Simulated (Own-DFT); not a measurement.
# Which arrangement is lower? C36Si36, 72 atoms

All numbers below are calculated, not measured. They come from Own-DFT, an in-house plane-wave density functional program, since retired, whose code no person has reviewed. Each row is one single-point run on a periodic cell that was not relaxed, without spin or spin-orbit coupling.

Settings of every run: PBE; PseudoDojo norm-conserving scalar-relativistic files; cutoff 42 hartree; 4 x 4 x 3 k mesh centred on Gamma; Fermi-Dirac smearing of 0.1 eV.

Known limits, some of them of some rows only: some atoms lie very close together; not probed for a lower state with spin; forces on such cells passed a denser k mesh, each cell not checked; stress not checked against mesh or cutoff.

All cells hold the same atoms in the same cell, with vectors in Å (9.248, 0.000, 0.000); (-4.624, 8.009, 0.000); (0.000, 0.000, 10.068). Every atom was moved at random from its ideal site; u is the rms move along one axis. The defect's site can differ from row to row. E is the free energy of the cell above the lowest run. The arrangements:

- A: 2H SiC
- B: 4H SiC
- C: 4H SiC, with one C on a Si site and one Si on a C site, 1.9 Å apart

```
arrangement,u (Å),E (eV),P (GPa)
A,0.0279,0.000,3.62
A,0.0282,0.321,3.77
A,0.0313,0.900,3.99
A,0.0581,6.782,5.75
A,0.0599,7.716,6.26
A,0.0648,9.479,7.10
B,0.0276,0.077,3.79
B,0.0300,0.006,3.65
B,0.0307,0.334,3.75
B,0.0556,6.217,5.70
B,0.0566,6.911,6.04
B,0.0619,8.553,6.46
C,0.0290,11.293,7.55
C,0.0296,10.796,7.13
C,0.0308,11.786,7.65
C,0.0457,13.694,8.14
C,0.0503,14.893,8.79
C,0.0536,15.459,8.88
```

Question: once the cost of the random moves is taken out, how do the arrangements rank?

## Worked answer

Fit E = a + b u², with one b for all and one a for each arrangement, and with residuals divided by u², since the noise grows with the moves. Then b = 2578 eV/Å², the scatter at u = 0.04 Å is 0.43 eV, and against A:

- B: -0.24 ± 0.18 eV (not told apart from A)
- C: 10.70 ± 0.18 eV (higher)

These are energies of unrelaxed cells. Relaxing the atoms lowers the strained arrangements most, so the gaps would shrink and small ones could change sign.
